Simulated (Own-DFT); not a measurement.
GaP (zincblende, strongly disordered by large displacements) (calculated)

A calculation, not a measurement: plane-wave PBE density functional theory by an unreviewed code, no spin, of a simulated periodic cell, stress positive in tension, free energy of the whole cell less one offset for each atom, forces on such cells passed a denser k mesh, this cell's mesh not checked; broken bonds can close the gap or carry spin, so checks made on this kind of crystal may not hold here; offsets are fitted by least squares, one for each functional and potential file, so energies compare only between cells with the same atoms and settings and are not formation energies; the far tail of each file's local potential was reset to the Coulomb form; each entry is a single point on an unrelaxed cell, so the pressure reflects the starting lattice, mostly measured values (interpolated for alloys), from which strain is counted, and rises with the displacements; printed positions are rounded, which can move forces by about a meV/angstrom; the program, named Own-DFT, is a retired in-house code; no spin-orbit coupling. Program: Own-DFT development build.

```cif
# cell vector a (Å): 10.9010 0.0000 0.0000
# cell vector b (Å): 0.0000 10.9010 0.0000
# cell vector c (Å): 0.0000 0.0000 10.9010
data_GaP
_symmetry_space_group_name_H-M 'P 1'
_symmetry_Int_Tables_number 1
_cell_length_a 10.9010
_cell_length_b 10.9010
_cell_length_c 10.9010
_cell_angle_alpha 90.000
_cell_angle_beta 90.000
_cell_angle_gamma 90.000
_cell_volume 1295.39
loop_
_atom_site_label
_atom_site_type_symbol
_atom_site_fract_x
_atom_site_fract_y
_atom_site_fract_z
_atom_site_occupancy
Ga1 Ga 0.00748 0.05290 0.98199 1
Ga2 Ga 0.00677 0.30694 0.19915 1
Ga3 Ga 0.22181 0.01109 0.24496 1
Ga4 Ga 0.22498 0.24894 0.04536 1
P1 P 0.12683 0.12097 0.13114 1
P2 P 0.14602 0.29404 0.30020 1
P3 P 0.34900 0.10705 0.41229 1
P4 P 0.39629 0.30217 0.13268 1
Ga5 Ga 0.01942 0.97479 0.52754 1
Ga6 Ga 0.94265 0.23372 0.76243 1
Ga7 Ga 0.22477 0.06393 0.77121 1
Ga8 Ga 0.25422 0.22464 0.54134 1
P5 P 0.12032 0.11683 0.62247 1
P6 P 0.09114 0.37409 0.82765 1
P7 P 0.39200 0.18638 0.85812 1
P8 P 0.32826 0.34036 0.64572 1
Ga9 Ga 0.01760 0.49490 0.01150 1
Ga10 Ga 0.95889 0.68236 0.25118 1
Ga11 Ga 0.21945 0.51165 0.24115 1
Ga12 Ga 0.27416 0.77366 0.99980 1
P9 P 0.09429 0.60002 0.12204 1
P10 P 0.06848 0.91271 0.32124 1
P11 P 0.34097 0.59047 0.37286 1
P12 P 0.38627 0.86800 0.16665 1
Ga13 Ga 0.04091 0.50195 0.50564 1
Ga14 Ga 0.00871 0.78258 0.75685 1
Ga15 Ga 0.21120 0.52185 0.75359 1
Ga16 Ga 0.25182 0.73831 0.50554 1
P13 P 0.12115 0.60675 0.61676 1
P14 P 0.13623 0.89512 0.87125 1
P15 P 0.34145 0.61869 0.88085 1
P16 P 0.33771 0.81156 0.65776 1
Ga17 Ga 0.49790 0.97454 0.00728 1
Ga18 Ga 0.50690 0.32138 0.31510 1
Ga19 Ga 0.76039 0.98869 0.20021 1
Ga20 Ga 0.72944 0.26892 0.00934 1
P17 P 0.64188 0.11982 0.15051 1
P18 P 0.67982 0.42690 0.35251 1
P19 P 0.90263 0.12666 0.34809 1
P20 P 0.90769 0.41613 0.11559 1
Ga21 Ga 0.45140 0.99567 0.49523 1
Ga22 Ga 0.50626 0.27421 0.73875 1
Ga23 Ga 0.79427 0.01025 0.71925 1
Ga24 Ga 0.69838 0.25719 0.49577 1
P21 P 0.64138 0.16041 0.62675 1
P22 P 0.62829 0.37683 0.92048 1
P23 P 0.86962 0.09315 0.85168 1
P24 P 0.88720 0.38809 0.58587 1
Ga25 Ga 0.46875 0.51995 0.96225 1
Ga26 Ga 0.57177 0.70688 0.26873 1
Ga27 Ga 0.77634 0.50833 0.23012 1
Ga28 Ga 0.76701 0.73422 0.95643 1
P25 P 0.69457 0.60216 0.10226 1
P26 P 0.59443 0.85145 0.36012 1
P27 P 0.91160 0.61453 0.40778 1
P28 P 0.89117 0.89801 0.13354 1
Ga29 Ga 0.48951 0.48851 0.45080 1
Ga30 Ga 0.54470 0.75392 0.73646 1
Ga31 Ga 0.77025 0.48971 0.76054 1
Ga32 Ga 0.74170 0.73270 0.54902 1
P29 P 0.61208 0.60206 0.68872 1
P30 P 0.61279 0.85954 0.85470 1
P31 P 0.87805 0.62239 0.88617 1
P32 P 0.82739 0.87563 0.59376 1
_calc_functional 'PBE'
_calc_potential_files 'PseudoDojo norm-conserving, scalar-relativistic, standard set'
_calc_wave_cutoff 42  # hartree
_calc_occupations 'Fermi-Dirac'
_calc_smearing_width 0.1  # eV
_calc_hardware 'one NVIDIA H100'
_calc_k_mesh '3 x 3 x 3 centred on Gamma'
_calc_free_energy_of_cell_above_offsets '41.464'  # eV
_calc_pressure 19.88  # GPa
_calc_stress_xx -18.82  # GPa
_calc_stress_yy -20.85  # GPa
_calc_stress_zz -19.96  # GPa
_calc_stress_yz 0.05  # GPa
_calc_stress_xz -4.8  # GPa
_calc_stress_xy -0.06  # GPa
_calc_wall_time 612.8  # s
```

Force:
```tsv
element	x (eV/Å)	y (eV/Å)	z (eV/Å)
Ga	1.221	-3.235	1.327
Ga	-2.022	-7.056	1.534
Ga	5.171	-2.558	3.015
Ga	2.687	3.852	-4.641
P	-5.091	0.164	-1.277
P	7.91	0.99	6.778
P	-3.795	4.89	-6.56
P	1.373	1.861	0.032
Ga	-1.098	-1.251	-2.489
Ga	2.957	5.567	-4.56
Ga	3.081	-1.217	2.838
Ga	-2.269	-2.837	-6.204
P	-4.595	0.637	0.231
P	-0.505	-0.717	3.433
P	-3.772	-4.088	4.031
P	4.056	7.594	4.972
Ga	1.765	-1.604	-14.57
Ga	1.604	4.983	-5.662
Ga	0.7	-3.268	0.623
Ga	-0.849	0.642	1.239
P	5.541	8.785	4.112
P	-1.888	-1.884	1.938
P	0.372	2.837	0.002
P	-0.611	-0.083	-1.177
Ga	-2.538	-6.905	-5.332
Ga	-1.291	-1.871	-0.96
Ga	2.811	-2.902	2.207
Ga	-1.092	-1.097	-2.83
P	1.715	8.893	2.636
P	0.402	0.859	1.401
P	-2.687	3.012	-2.542
P	2.787	2.837	2.177
Ga	0.211	1.492	0.162
Ga	-1.554	-2.36	-1.372
Ga	-3.419	1.716	5.464
Ga	5.414	-6.24	5.514
P	-3.869	3.559	-2.038
P	-4.015	-3.681	5.996
P	-0.543	-0.032	0.203
P	-12.67	-1.7	-0.847
Ga	5.622	-6.894	4.736
Ga	2.79	1.881	-1.595
Ga	-5.933	-1.689	-3.651
Ga	5.032	5.389	-7.184
P	-3.008	-6.146	5.892
P	-5.319	6.044	-6.807
P	-0.794	1.651	8.318
P	-1.898	-2.218	1.973
Ga	4.423	-4.126	3.727
Ga	-1.663	-7.319	-5.183
Ga	6.086	0.782	0.722
Ga	-5.696	7.464	4.082
P	-5.766	4.229	-3.293
P	2.101	7.7	5.738
P	-4.531	-0.795	5.013
P	6.793	-6.346	-4.193
Ga	1.089	-0.404	2.704
Ga	-8.216	2.32	-3.457
Ga	0.693	-1.151	-0.013
Ga	-4.832	-8.125	-3.674
P	2.724	-7.591	-5.287
P	4.247	6.31	6.868
P	7.373	-4.657	-4.64
P	7.078	5.109	0.398
```
